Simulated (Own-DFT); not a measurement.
# Biaxial strain at fixed height in wurtzite AlGaN with randomly placed atoms, 72 atoms (Al9Ga27N36)

Everything here is calculated. The program is Own-DFT (plane waves, in-house, since retired, never reviewed by a person); positions were held fixed, and spin and spin-orbit coupling were off.

Common settings: PBE; PseudoDojo norm-conserving scalar-relativistic files (stringent for Ga); cutoff 96 hartree; 4 x 4 x 3 k mesh centred on Gamma; Gaussian smearing of 0.01 eV.

Limits: forces on such cells passed a denser k mesh, each cell not checked; stress not checked against mesh or cutoff.

Unstrained cell vectors in Å: (9.509, 0.000, 0.000); (-4.755, 8.235, 0.000); (0.000, 0.000, 10.268). The unstrained cell has measured lattice constants (interpolated for alloys), not those of this functional. That, the random moves and any unrelaxed bonds set the pressure at no strain. Each run strains x and y alike by e, as a substrate would, and holds the height along z. Each coordinate of each atom was shifted by a normal deviate of width 0.05 Å. The random placing of the alloy's atoms differs from row to row. Stress is positive in tension.

```
e (%)  u (Å)  (s_xx + s_yy)/2 (GPa)  s_zz (GPa)
-3.00  0.050                 -25.90      -12.08
-2.25  0.050                 -21.41      -10.46
-1.25  0.053                 -14.19       -8.54
-1.00  0.047                      ?           ?
-0.75  0.050                 -12.17       -7.45
 0.50  0.051                  -3.99       -7.92
 0.75  0.050                  -2.79       -6.76
 1.00  0.050                  -2.28       -5.42
 1.50  0.049                   0.54       -4.60
 2.50  0.054                   5.25       -4.99
```

## Worked fit

With e as a fraction, the in-plane stress is -7.2 + 560 e - 2357 e² GPa (errors 10 and 581, scatter 0.47), and s_zz is -7.4 + 131 e GPa (slope ± 17, scatter 0.85). At e = 0 the first slope is C11 + C12 and the second 2 C13, both with the ions held to the strained lattice and at the cell's own pressure. The term in e² is negative: the layer stiffens under compression and softens under tension. A free layer would change its height as e changes, and the in-plane slope would drop by 2 C13²/C33 to the biaxial modulus. At fixed height, a misfit of 1 % moves the in-plane stress by about 5.6 GPa and s_zz by 1.3 GPa.

## Test on the hidden row

Asked: what are the two stresses at e = -1.00 %?

From the fit: -13.1 and -8.7 GPa. The hidden result is -12.21 and -9.47 GPa.
